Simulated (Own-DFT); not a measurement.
## Calculated data, Si₇Ge (diamond-structure random alloy, atoms displaced)

Computed with Own-DFT development build. A calculation, not a measurement: plane-wave PBE density functional theory by an unreviewed code, no spin, of a simulated periodic cell, stress positive in tension, free energy of the whole cell less one offset for each atom, forces on such cells passed a denser k mesh, this cell's mesh not checked; offsets are fitted by least squares, one for each functional and potential file, so energies compare only between cells with the same atoms and settings and are not formation energies; the far tail of each file's local potential was reset to the Coulomb form; each entry is a single point on an unrelaxed cell, so the pressure reflects the starting lattice, mostly measured values, from which strain is counted, and rises with the displacements; printed positions are rounded, which can move forces by about a meV/angstrom; the program is a retired in-house code; no spin-orbit coupling.

Common to all runs: functional PBE; potential files PseudoDojo norm-conserving, scalar-relativistic, standard set; wave cutoff 42 hartree; occupations Fermi-Dirac; smearing width 0.1 eV; k mesh 3 x 3 x 3 centred on Gamma.

(1) Si₇Ge (diamond-structure random alloy, atoms displaced)

```
cell vectors (Å)
  10.9187     0.0000     0.0000
   0.0000    10.9187     0.0000
   0.0000     0.0000    10.9187
atoms (fractions of the cell vectors)
Si  0.00571  0.99603  0.00082
Si  0.00105  0.24973  0.24806
Si  0.24889  0.99979  0.24910
Ge  0.24878  0.24767  0.00339
Si  0.12765  0.12368  0.12594
Si  0.12284  0.37429  0.37413
Ge  0.37582  0.13002  0.37290
Ge  0.37617  0.37699  0.12261
Si  0.00202  0.00182  0.49446
Ge  0.99806  0.24801  0.75305
Si  0.25371  0.00103  0.74919
Si  0.25291  0.25102  0.50132
Si  0.12455  0.12901  0.62505
Si  0.12110  0.37224  0.87936
Ge  0.37604  0.12665  0.87505
Si  0.37575  0.37327  0.62459
Si  0.99333  0.49811  0.99487
Si  0.99833  0.74608  0.24999
Si  0.24827  0.50008  0.25276
Si  0.24849  0.74991  0.99930
Si  0.12662  0.62365  0.12654
Si  0.12518  0.87244  0.37520
Si  0.37196  0.62513  0.37084
Ge  0.37578  0.87412  0.12689
Si  0.99880  0.49944  0.49984
Si  0.99954  0.75476  0.74729
Si  0.24784  0.50018  0.74800
Si  0.25507  0.75205  0.50066
Si  0.12881  0.62827  0.63109
Si  0.12116  0.87502  0.87401
Si  0.37588  0.62313  0.87741
Si  0.37688  0.87499  0.62449
Si  0.50142  0.00456  0.00055
Si  0.50095  0.24882  0.25356
Si  0.74616  0.00254  0.25360
Si  0.74937  0.25411  0.99908
Si  0.62432  0.12775  0.12068
Si  0.62399  0.37993  0.37763
Si  0.87256  0.12309  0.37693
Ge  0.87913  0.37256  0.12846
Si  0.49759  0.00379  0.50258
Si  0.49473  0.24971  0.74872
Si  0.75350  0.00193  0.75155
Si  0.74806  0.24667  0.49545
Si  0.62611  0.12756  0.62650
Si  0.62715  0.37515  0.87068
Si  0.87951  0.12653  0.87404
Si  0.87740  0.37573  0.62919
Si  0.49506  0.50414  0.00464
Si  0.49818  0.75693  0.25208
Si  0.75068  0.50261  0.24919
Si  0.75150  0.75337  0.99244
Si  0.62431  0.62615  0.12657
Ge  0.62408  0.87617  0.37574
Si  0.87223  0.62482  0.36846
Si  0.86981  0.86833  0.12425
Si  0.50155  0.50407  0.49939
Si  0.49858  0.75099  0.74880
Si  0.74745  0.49566  0.74458
Si  0.75108  0.75101  0.50495
Si  0.62862  0.61995  0.62566
Si  0.62592  0.87433  0.87445
Si  0.87646  0.62429  0.87624
Si  0.87345  0.87824  0.62359
```

| Quantity | Value |
| --- | --- |
| free energy of cell above offsets | -4.911 eV |
| pressure | 2.28 GPa |
| stress xx | -2.28 GPa |
| stress yy | -2.3 GPa |
| stress zz | -2.27 GPa |
| stress yz | 0.32 GPa |
| stress xz | -0.28 GPa |
| stress xy | 0.09 GPa |

Force:
```csv
element,x (eV/Å),y (eV/Å),z (eV/Å)
Si,-1.019,0.389,0.375
Si,0.321,-0.914,0.821
Si,-0.228,-0.054,0.432
Ge,-0.332,0.385,-0.32
Si,-0.704,-0.441,0.321
Si,0.261,-0.052,0.426
Ge,-0.472,-0.872,0.391
Ge,-0.068,-0.224,1.186
Si,-0.006,-0.168,0.731
Ge,0.548,0.495,-0.446
Si,-0.886,-0.41,-0.197
Si,-0.798,0.377,-0.089
Si,0.467,-0.738,-0.354
Si,0.468,0.714,-0.514
Ge,-0.016,-0.445,-0.124
Si,-0.076,0.784,-0.165
Si,1.163,0.364,0.807
Si,0.267,0.37,-0.278
Si,-0.212,-0.154,-0.261
Si,-0.18,-0.231,-0.223
Si,-0.492,-0.155,-0.521
Si,0.029,0.055,-0.207
Si,0.535,0.294,0.469
Ge,-0.29,0.549,-0.745
Si,0.145,0.509,0.126
Si,-0.267,-0.49,0.261
Si,0.341,-0.559,0.824
Si,-0.541,-0.359,0.004
Si,-0.504,0.048,-1.107
Si,0.956,0.016,-0.23
Si,-0.458,0.389,-0.515
Si,-0.035,0.321,0.039
Si,0.321,-0.775,-0.114
Si,0.845,0.875,-0.833
Si,0.541,-0.056,-1.159
Si,0.186,-0.561,-0.33
Si,0.265,0.099,0.697
Si,0.261,-0.417,-0.45
Si,0.422,0.295,-0.668
Ge,-0.795,0.509,-0.474
Si,0.388,-0.079,0.228
Si,1.144,0.435,-0.097
Si,-0.391,0.035,-0.012
Si,0.232,0.887,0.804
Si,-0.192,-0.261,0.016
Si,-0.983,0.181,0.564
Si,-0.816,-0.87,1.24
Si,-0.521,-0.327,-1.203
Si,1.448,-0.098,-0.939
Si,0.347,-1.535,-0.061
Si,-0.579,-0.379,0.007
Si,-0.442,-0.92,0.718
Si,0.03,0.609,-0.269
Ge,-0.063,0.129,0.805
Si,0.219,0.144,1.358
Si,0.557,1.04,0.35
Si,-0.58,-0.195,0.076
Si,0.431,-0.526,0.201
Si,0.725,0.451,0.885
Si,0.093,-0.534,-0.569
Si,-0.583,0.977,-0.099
Si,-0.349,0.625,-0.328
Si,-0.542,0.237,-1.163
Si,0.461,0.215,-0.097
```

(2) Si₇Ge (diamond-structure random alloy, atoms displaced)

```
cell vectors (Å)
  10.9187     0.0000     0.0000
   0.0000    10.9187     0.0000
   0.0000     0.0000    10.9187
atoms (fractions of the cell vectors)
Si  0.00027  0.00243  0.00300
Si  0.00346  0.25236  0.24603
Si  0.25252  0.99624  0.25150
Si  0.24716  0.24840  0.00318
Ge  0.12796  0.12795  0.12262
Si  0.12327  0.37511  0.37844
Si  0.37723  0.12398  0.37664
Si  0.37288  0.37896  0.12923
Si  0.99896  0.99573  0.50361
Si  0.99553  0.25354  0.74863
Si  0.24725  0.00099  0.74887
Si  0.24932  0.24931  0.49323
Si  0.12696  0.12748  0.63204
Si  0.12572  0.37505  0.87278
Si  0.37324  0.12474  0.87020
Ge  0.37482  0.37661  0.62349
Si  0.99922  0.49544  0.99570
Ge  0.99610  0.75061  0.25208
Si  0.25407  0.49905  0.25046
Si  0.24825  0.75443  0.99838
Si  0.12689  0.62550  0.12545
Si  0.13234  0.87623  0.37431
Si  0.37537  0.62681  0.38111
Si  0.37912  0.87365  0.12938
Si  0.99627  0.49658  0.50424
Si  0.99640  0.75155  0.75018
Si  0.24983  0.50301  0.74771
Si  0.24922  0.75271  0.50276
Si  0.12028  0.62404  0.62846
Si  0.12894  0.87470  0.88035
Si  0.37547  0.62921  0.87627
Si  0.37739  0.87755  0.62474
Si  0.49851  0.00043  0.99863
Si  0.50404  0.24946  0.24955
Si  0.75009  0.99973  0.25616
Si  0.75021  0.24801  0.99850
Ge  0.62786  0.12142  0.12637
Si  0.62194  0.37765  0.37337
Si  0.87446  0.13035  0.37555
Si  0.87569  0.37728  0.12120
Si  0.49856  0.00194  0.49561
Si  0.49757  0.24743  0.75026
Si  0.74528  0.99784  0.74548
Si  0.75163  0.24511  0.49905
Si  0.62417  0.12382  0.62643
Ge  0.62465  0.37469  0.87713
Si  0.87697  0.13169  0.87782
Si  0.87937  0.37643  0.62593
Ge  0.50437  0.49575  0.99747
Ge  0.49908  0.74734  0.25053
Ge  0.75111  0.50064  0.25158
Si  0.74826  0.75187  0.99693
Si  0.62782  0.62346  0.12685
Si  0.62267  0.87513  0.37467
Si  0.87757  0.62747  0.37709
Si  0.87591  0.87235  0.12691
Si  0.50292  0.49913  0.50278
Si  0.49966  0.74910  0.74535
Si  0.75009  0.50147  0.75004
Si  0.74989  0.74738  0.50117
Si  0.62532  0.62432  0.62711
Si  0.62624  0.87662  0.87528
Si  0.87957  0.62692  0.87044
Si  0.87288  0.87523  0.62306
```

| Quantity | Value |
| --- | --- |
| free energy of cell above offsets | -5.017 eV |
| pressure | 2.26 GPa |
| stress xx | -2.27 GPa |
| stress yy | -2.27 GPa |
| stress zz | -2.25 GPa |
| stress yz | 0.63 GPa |
| stress xz | 0.62 GPa |
| stress xy | 0.56 GPa |

Force:
```csv
element,x (eV/Å),y (eV/Å),z (eV/Å)
Si,-0.292,-0.477,-0.426
Si,-0.664,0.332,0.575
Si,0.41,0.65,-0.196
Si,1.196,1.065,-1.109
Ge,-0.251,-0.983,0.905
Si,0.04,0.276,-0.653
Si,-0.263,0.304,-0.785
Si,0.444,-1.156,-0.51
Si,0.614,0.925,-0.504
Si,0.877,-0.257,0.458
Si,0.432,-0.491,0.346
Si,-0.137,-0.322,0.816
Si,-0.631,0.046,-1.116
Si,0.13,-0.177,-0.032
Si,-0.177,-0.042,0.835
Ge,-0.217,-0.435,-0.029
Si,0.441,0.895,0.216
Ge,1.236,-0.01,-0.047
Si,-0.73,0.669,0.777
Si,0.782,-0.637,0.954
Si,-0.162,-0.453,-0.379
Si,-0.962,-0.049,0.523
Si,-0.264,-0.546,0.053
Si,-0.694,0.394,-1.013
Si,0.661,0.776,-0.602
Si,0.719,0.549,-0.03
Si,-0.068,0.166,0.735
Si,-0.02,-0.408,0.262
Si,0.206,0.338,-0.452
Si,-1.077,0.596,-0.932
Si,-0.177,-0.2,-0.405
Si,-0.322,0.089,-0.121
Si,-0.213,-0.204,-0.136
Si,-0.842,0.293,0.136
Si,0.593,-0.384,-0.181
Si,0.34,0.353,0.583
Ge,-0.108,0.096,-0.25
Si,0.398,-0.736,0.653
Si,0.823,-0.832,-0.272
Si,-0.031,-0.617,0.082
Si,0.4,-0.271,0.758
Si,0.302,0.071,-0.173
Si,0.863,0.472,0.791
Si,-0.521,1.158,0.458
Si,-0.248,0.129,-0.501
Ge,0.751,-0.953,-1.219
Si,-0.317,-1.148,-0.704
Si,-1.499,-0.382,-0.113
Ge,-1.231,1.289,1.099
Ge,0.348,-0.229,0.191
Ge,0.378,-0.018,0.032
Si,0.493,-0.436,0.331
Si,-0.002,0.429,-0.724
Si,0.473,-0.061,0.441
Si,-0.403,-0.646,0.685
Si,-0.802,0.884,-0.502
Si,0.032,0.538,-0.444
Si,0.114,0.363,0.722
Si,0.433,-0.008,-0.102
Si,-0.257,0.306,-0.146
Si,0.139,-0.077,-0.282
Si,-0.565,-0.207,-0.337
Si,-0.777,-0.332,0.746
Si,-0.146,-0.267,0.267
```

(3) Si₇Ge (diamond-structure random alloy, atoms displaced)

```
cell vectors (Å)
  10.9187     0.0000     0.0000
   0.0000    10.9187     0.0000
   0.0000     0.0000    10.9187
atoms (fractions of the cell vectors)
Si  0.00740  0.00266  0.00205
Si  0.99790  0.24823  0.25159
Si  0.25075  0.00067  0.25006
Si  0.25221  0.24930  0.00282
Si  0.11986  0.12702  0.12751
Si  0.12819  0.37346  0.37594
Ge  0.38038  0.12701  0.37178
Ge  0.36970  0.37475  0.12455
Si  0.00039  0.00075  0.49568
Si  0.99821  0.24948  0.74631
Ge  0.24441  0.99565  0.74978
Si  0.25204  0.24897  0.50435
Ge  0.12724  0.12582  0.63049
Si  0.12363  0.37689  0.87458
Si  0.37525  0.12490  0.87467
Si  0.37419  0.37972  0.62368
Si  0.00116  0.50679  0.00399
Si  0.00186  0.74676  0.24838
Si  0.25763  0.50084  0.25562
Si  0.24757  0.75113  0.00265
Si  0.12291  0.62395  0.12427
Si  0.12287  0.87394  0.37095
Si  0.37243  0.62681  0.37479
Si  0.37179  0.87477  0.12694
Ge  0.00387  0.50011  0.49126
Si  0.00578  0.75117  0.74861
Si  0.25308  0.50003  0.75038
Ge  0.25172  0.75137  0.49978
Si  0.12572  0.62454  0.62315
Si  0.12643  0.87974  0.87713
Si  0.37862  0.62766  0.87517
Si  0.37735  0.87396  0.62376
Si  0.49862  0.00417  0.99917
Si  0.49867  0.25095  0.25465
Si  0.74575  0.00109  0.24996
Si  0.75208  0.24913  0.00181
Si  0.62659  0.12107  0.12274
Si  0.62461  0.37782  0.37936
Si  0.87007  0.12208  0.37576
Si  0.87412  0.37657  0.12298
Si  0.49849  0.00304  0.49819
Si  0.50170  0.25091  0.75307
Si  0.74812  0.99967  0.75326
Si  0.75107  0.24770  0.49926
Si  0.62847  0.12681  0.62843
Si  0.62048  0.37866  0.87661
Si  0.87276  0.12729  0.87909
Si  0.87417  0.37547  0.62401
Si  0.50092  0.49970  0.00009
Ge  0.50041  0.75058  0.24969
Si  0.74825  0.49966  0.25338
Si  0.74676  0.74935  0.00315
Si  0.62618  0.62640  0.12331
Si  0.61905  0.87385  0.37445
Si  0.87652  0.62444  0.37748
Si  0.87882  0.88063  0.12615
Si  0.50321  0.50175  0.49861
Si  0.50070  0.75180  0.74786
Si  0.74413  0.50544  0.74896
Si  0.75011  0.75433  0.49975
Si  0.62186  0.62166  0.62452
Ge  0.62382  0.87409  0.87389
Si  0.87272  0.62307  0.87782
Si  0.87369  0.87408  0.62361
```

| Property | Result |
| --- | --- |
| free energy of cell above offsets | -4.981 eV |
| pressure | 2.26 GPa |
| stress xx | -2.2 GPa |
| stress yy | -2.3 GPa |
| stress zz | -2.28 GPa |
| stress yz | -0.43 GPa |
| stress xz | -0.06 GPa |
| stress xy | -0.06 GPa |

Force:
```csv
element,x (eV/Å),y (eV/Å),z (eV/Å)
Si,-1.09,0.059,-0.335
Si,-0.304,0.482,0.135
Si,-0.567,-0.017,-0.195
Si,-1.144,-0.41,-0.817
Si,1.094,0.065,0.121
Si,0.482,-0.663,-0.593
Ge,-1.191,-0.291,0.646
Ge,1.058,0.18,0.338
Si,-0.224,-0.292,0.375
Si,-0.455,0.569,1.022
Ge,1.669,0.028,0.289
Si,0.116,0.484,-0.414
Ge,-0.78,0.12,-1.27
Si,0.098,-0.185,0.198
Si,-0.136,0.237,-0.001
Si,0.582,-0.518,0.171
Si,-0.423,-1.12,-0.724
Si,-0.563,0.325,0.051
Si,-1.512,0.032,-0.497
Si,0.252,-0.162,-0.371
Si,1.015,0.126,0.754
Si,0.185,0.308,0.063
Si,0.961,-0.294,0.329
Si,0.18,0.523,-0.548
Ge,-0.309,-0.203,1.256
Si,-0.807,-0.113,0.379
Si,-0.381,0.375,0.155
Ge,-0.483,0.115,-0.018
Si,0.25,-0.174,0.529
Si,-0.549,-1.21,0.411
Si,-0.429,-0.004,0.093
Si,0.217,0.463,0.021
Si,-0.358,-0.609,0.287
Si,1.309,0.556,-1.188
Si,0.272,-0.553,0.111
Si,-0.665,0.54,-0.15
Si,-0.41,0.91,0.404
Si,0.171,-0.646,-0.386
Si,0.379,0.216,-0.267
Si,0.231,0.054,0.563
Si,0.688,-0.37,0.871
Si,-0.419,0.195,-0.484
Si,0.82,0.259,-0.429
Si,-0.15,0.442,0.304
Si,-0.451,-0.203,-0.274
Si,0.87,-0.501,-0.078
Si,0.631,-0.443,-0.511
Si,-0.227,0.22,-0.003
Si,-0.212,0.513,0.18
Ge,-0.398,-0.359,-0.311
Si,0.244,0.189,-0.373
Si,1.057,0.384,-0.093
Si,-0.053,-0.707,0.354
Si,0.892,0.627,0.466
Si,-0.709,0.714,-0.747
Si,-0.354,-0.586,-0.045
Si,-0.908,0.025,0.025
Si,-0.257,-0.534,-0.2
Si,0.713,-0.908,0.329
Si,-0.376,-0.715,-0.04
Si,0.311,1.147,-0.281
Ge,-0.122,0.099,0.458
Si,0.203,0.715,-0.418
Si,0.463,0.494,0.375
```

(4) Si₇Ge (diamond-structure random alloy, atoms displaced)

```
cell vectors (Å)
  10.9187     0.0000     0.0000
   0.0000    10.9187     0.0000
   0.0000     0.0000    10.9187
atoms (fractions of the cell vectors)
Ge  0.99435  0.00032  0.99725
Si  0.99842  0.24853  0.24888
Si  0.24848  0.99962  0.24966
Si  0.25284  0.24806  0.99560
Si  0.12019  0.12676  0.12227
Si  0.12610  0.37733  0.37809
Si  0.37383  0.12395  0.37603
Si  0.37087  0.37944  0.12301
Si  0.00074  0.99602  0.49746
Si  0.99825  0.25347  0.74883
Si  0.24870  0.00516  0.75287
Si  0.25226  0.24603  0.49650
Ge  0.12087  0.12293  0.62784
Si  0.12647  0.37423  0.87525
Si  0.37211  0.12664  0.87875
Si  0.37318  0.37619  0.62931
Si  0.00241  0.49923  0.00190
Si  0.00111  0.75184  0.25469
Si  0.24802  0.49950  0.25303
Si  0.25288  0.75525  0.00123
Si  0.12958  0.62368  0.12109
Si  0.12248  0.87248  0.37613
Si  0.37139  0.62438  0.37669
Si  0.37405  0.87466  0.12993
Si  0.99759  0.50120  0.50102
Si  0.99696  0.74703  0.75096
Si  0.25481  0.49808  0.75146
Si  0.24976  0.75246  0.49806
Ge  0.12713  0.62674  0.62846
Ge  0.12789  0.87584  0.87597
Si  0.37677  0.62479  0.87242
Si  0.37506  0.87672  0.62381
Si  0.49783  0.99644  0.00386
Si  0.50129  0.25168  0.25277
Si  0.75260  0.99783  0.25075
Ge  0.75147  0.24919  0.99688
Si  0.62629  0.12201  0.12205
Si  0.62554  0.37439  0.37542
Si  0.86988  0.12893  0.36795
Si  0.87076  0.37547  0.12561
Si  0.50267  0.99800  0.50057
Ge  0.49798  0.24852  0.74914
Si  0.74808  0.99351  0.75083
Ge  0.75318  0.25125  0.49954
Si  0.62537  0.12973  0.62245
Si  0.62441  0.37493  0.87253
Si  0.87819  0.12658  0.87036
Si  0.87307  0.37341  0.63044
Si  0.49856  0.49974  0.00152
Si  0.50236  0.75080  0.24436
Si  0.74834  0.50597  0.24965
Si  0.74827  0.74486  0.99802
Si  0.62440  0.62357  0.12629
Si  0.62866  0.87253  0.38077
Si  0.87633  0.62559  0.37307
Si  0.87268  0.87150  0.12617
Si  0.49829  0.49823  0.50033
Si  0.50321  0.75042  0.74793
Si  0.75283  0.50212  0.74804
Si  0.74492  0.75173  0.50225
Si  0.62500  0.62878  0.62284
Si  0.62624  0.87760  0.87276
Si  0.87704  0.62757  0.87380
Ge  0.87873  0.86939  0.62794
```

| Property | Result |
| --- | --- |
| free energy of cell above offsets | -5.209 eV |
| pressure | 2.22 GPa |
| stress xx | -2.24 GPa |
| stress yy | -2.22 GPa |
| stress zz | -2.22 GPa |
| stress yz | -0.07 GPa |
| stress xz | 0.21 GPa |
| stress xy | 0.23 GPa |

Force:
```csv
element,x (eV/Å),y (eV/Å),z (eV/Å)
Ge,0.121,-0.047,0.573
Si,0.254,0.818,0.109
Si,-0.428,0.287,0.126
Si,-0.814,0.562,0.985
Si,0.742,-0.101,0.153
Si,-0.476,-0.581,-0.174
Si,0.596,-0.343,-0.385
Si,0.335,-0.685,0.471
Si,-0.705,0.66,-0.325
Si,0.29,-0.004,0.462
Si,0.762,-0.537,-0.263
Si,-0.313,0.74,0.731
Ge,0.218,0.358,-0.707
Si,-0.045,0.11,-0.094
Si,0.715,-0.922,-0.203
Si,-0.021,-0.322,-1.162
Si,-0.37,-0.012,-0.241
Si,0.039,-0.581,-1.105
Si,0.026,0.193,-0.36
Si,0.343,-0.982,-0.021
Si,-0.34,0.49,0.68
Si,0.607,0.474,-0.167
Si,0.681,0.199,-0.403
Si,0.067,0.17,-0.284
Si,-0.017,-0.368,0.148
Si,0.914,0.083,0.592
Si,-0.586,0.143,0.364
Si,0.207,0.073,0.214
Ge,-0.022,-0.328,-0.33
Ge,-0.367,-0.295,-0.435
Si,0.156,0.42,0.473
Si,-0.089,0.088,0.36
Si,0.027,0.294,-0.468
Si,-0.318,-0.284,-0.758
Si,-0.699,-0.103,-0.203
Ge,-0.175,-0.021,-0.058
Si,-0.348,0.018,0.748
Si,-0.14,0.706,-0.193
Si,1.058,-0.949,0.574
Si,0.561,0.391,0.259
Si,-0.214,0.441,-0.05
Ge,0.084,0.082,0.271
Si,0.377,1.532,-0.444
Ge,-0.209,0.129,0.023
Si,0.114,-1.365,0.278
Si,0.034,0.676,0.161
Si,-0.737,-0.27,-0.491
Si,0.465,0.727,-0.631
Si,0.228,0.051,-0.37
Si,-0.158,-0.18,1.284
Si,0.183,-0.774,0.267
Si,-0.034,0.544,0.158
Si,-0.162,0.087,-0.598
Si,-0.618,0.482,-1.139
Si,-0.456,0.246,0.556
Si,-0.028,-0.252,0.018
Si,0.064,0.209,0.148
Si,-0.425,0.196,0.137
Si,-0.61,0.177,0.317
Si,1.1,-0.779,-0.322
Si,-0.162,-0.856,0.121
Si,-0.563,-0.681,0.781
Si,-0.104,-0.827,0.453
Ge,-0.615,0.59,-0.616
```
